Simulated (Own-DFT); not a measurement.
# Point defects and the pressure they add: zincblende GaP

No measurement is shown. These are fixed-geometry runs of a retired plane-wave code named Own-DFT, which no person has reviewed; spin and spin-orbit coupling are neglected.

Method: PBE; PseudoDojo norm-conserving scalar-relativistic files; cutoff 42 hartree; 2 x 3 x 3 k mesh centred on Gamma; Fermi-Dirac smearing of 0.1 eV.

Caveats (not all hold for every row): not probed for a lower state with spin; forces on such cells failed a check on a denser k mesh; forces on such cells moved up to 12 meV/angstrom on a denser k mesh; forces on such cells passed a denser k mesh, each cell not checked; stress not checked against mesh or cutoff.

All runs share one cell, with vectors in Å (16.352, 0.000, 0.000); (0.000, 10.901, 0.000); (0.000, 0.000, 10.901) and a volume of 1943.1 Å³. u is the rms random offset of the atoms per axis. The defect's site can differ from row to row.

| cell | formula | u (Å) | P (GPa) |
|---|---|---|---|
| no defect | Ga48P48 | 0.0203 | 2.72 |
| no defect | Ga48P48 | 0.0209 | 2.73 |
| no defect | Ga48P48 | 0.0503 | 3.28 |
| two P on a Ga site each | Ga46P50 | 0.0307 | 3.00 |
| two P on a Ga site each | Ga46P50 | 0.0335 | 3.04 |
| two P on a Ga site each | Ga46P50 | 0.0514 | 3.32 |
| one Ga on a P site and one P on a Ga site | Ga48P48 | 0.0291 | 2.95 |
| one Ga on a P site and one P on a Ga site | Ga48P48 | 0.0301 | ? |
| one Ga on a P site and one P on a Ga site | Ga48P48 | 0.0513 | 3.47 |
| one Ga on a P site and one P on a Ga site | Ga48P48 | 0.0526 | 3.46 |
| two P vacancies | Ga48P46 | 0.0307 | 2.42 |
| two P vacancies | Ga48P46 | 0.0316 | 2.41 |
| two P vacancies | Ga48P46 | 0.0499 | 2.80 |

## Analysis

P = P0 + c u² + a shift for each defect gives P0 = 2.62 GPa, c = 250 ± 12 GPa/Å² and a scatter of 0.04 GPa. The shifts, and each times the cell's volume:

- one Ga on a P site and one P on a Ga site: 0.15 ± 0.03 GPa, 1.8 eV
- two P on a Ga site each: 0.10 ± 0.03 GPa, 1.3 eV (0.6 eV for each of its 2 sites)
- two P vacancies: -0.45 ± 0.03 GPa, -5.5 eV (-2.7 eV for each of its 2 sites)

Against the defect-free cell, a freed cell would be larger where the shift is positive and smaller where it is negative (160.2 GPa Å³ is 1 eV). The atoms around the defects weren't relaxed, which would change these numbers.

## Test on the hidden row

Question: what pressure belongs in the blank (one Ga on a P site and one P on a Ga site, u = 0.0301 Å)?

The fit gives 3.00 ± 0.04 GPa. The hidden result is 2.94 GPa.
